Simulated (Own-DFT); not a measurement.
# What random displacements cost in diamond germanium, 16 atoms (Ge16)

These are calculations, not measurements. The program, named Own-DFT, is a retired in-house plane-wave density functional code that no person has reviewed. Each row is one single-point run on a periodic cell that was not relaxed, without spin or spin-orbit coupling.

Settings of every run: PBE; PseudoDojo norm-conserving scalar-relativistic files; cutoff 42 hartree; 5 x 5 x 5 k mesh centred on Gamma; Fermi-Dirac smearing of 0.1 eV.

Known limits: k mesh not checked against a denser one; stress not checked against mesh or cutoff.

Cell vectors in Å: (0.000, 5.658, 5.658); (5.658, 0.000, 5.658); (5.658, 5.658, 0.000). In each run every atom was moved at random and independently from its ideal site; u is the rms move along one axis. E is the free energy for each atom above the fitted value at u = 0, and F the rms of the force components.

| run | u (Å) | E (meV/atom) | F (eV/Å) | largest force (eV/Å) | P (GPa) |
|---|---|---|---|---|---|
| 1 | 0.0178 | 7.2 | 0.271 | 0.66 | 3.87 |
| 2 | 0.0191 | 6.1 | 0.231 | 0.68 | 3.85 |
| 3 | 0.0467 | 37.9 | 0.663 | 1.78 | 4.28 |
| 4 | 0.0481 | ? | ? | ? | ? |
| 5 | 0.0556 | 60.2 | 0.846 | 2.95 | 4.52 |
| 6 | 0.0986 | 196.4 | 1.702 | 6.31 | 6.46 |
| 7 | 0.1151 | 212.9 | 1.649 | 5.04 | 6.38 |
| 8 | 0.1230 | 202.0 | 1.464 | 3.59 | 6.19 |

## Worked fit

For small independent moves the energy grows as E = (3/2) K u², with K the mean stiffness felt by one atom. The runs with u up to 0.11 Å give K = 12.8 ± 0.7 eV/Å², with residuals divided by u² + 0.0006 Å², since the noise grows with the moves. The scatter is 4.2 meV/atom at u = 0.05 Å. The forces follow F = G u with G = 14.9 eV/Å²; no force at u = 0 is resolved. G exceeds K because the moves of its neighbours add to the force on an atom, and stiffness differs between atoms. The pressure follows P = 3.72 + 279 u² GPa: at fixed volume, shortened bonds push harder than stretched ones pull.

## Withheld run

Question: what energy and rms force should run 4 give?

The fit gives 44 ± 5 meV/atom and about 0.72 eV/Å. The calculation gave 47.1 meV/atom and 0.749 eV/Å.
